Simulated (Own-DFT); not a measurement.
# Which arrangement is lower? C16Si16, 32 atoms

No measurement is shown. These are fixed-geometry runs of a retired plane-wave code named Own-DFT, which no person has reviewed; spin and spin-orbit coupling are neglected.

Common settings: PBE; PseudoDojo norm-conserving scalar-relativistic files; cutoff 42 hartree; 5 x 5 x 3 k mesh centred on Gamma; Fermi-Dirac smearing of 0.1 eV.

Keep in mind: forces on such cells passed a denser k mesh, each cell not checked; stress not checked against mesh or cutoff.

All cells hold the same atoms in the same cell, with vectors in Å (6.165, 0.000, 0.000); (-3.083, 5.339, 0.000); (0.000, 0.000, 10.068). u is the rms random offset of the atoms per axis. Free energies are per cell, over the lowest run. The arrangements:

- A: 2H SiC
- B: 4H SiC

| arrangement | u (Å) | E (eV) | P (GPa) |
|---|---|---|---|
| A | 0.0252 | 0.057 | 3.61 |
| A | 0.0300 | 0.409 | 3.91 |
| A | 0.0316 | 0.649 | 4.04 |
| A | 0.0543 | 2.867 | 5.83 |
| A | 0.0561 | 2.710 | 5.70 |
| A | 0.0652 | 4.673 | 6.89 |
| B | 0.0266 | 0.000 | 3.60 |
| B | 0.0287 | 0.108 | 3.61 |
| B | 0.0312 | 0.191 | 3.62 |
| B | 0.0547 | 2.743 | 5.64 |
| B | 0.0548 | 2.670 | 5.55 |
| B | 0.0639 | 3.756 | 6.45 |

Q: which arrangement lies lowest after the energy of the random moves is removed?

## Working it out

Fit E = a + b u², with one b for all and one a for each arrangement, and with residuals divided by u², since the noise grows with the moves. Then b = 1175 eV/Å², the scatter at u = 0.04 Å is 0.12 eV, and against A:

- B: -0.22 ± 0.05 eV (lower)

The cells share one lattice and weren't relaxed, which can shift such small differences either way.
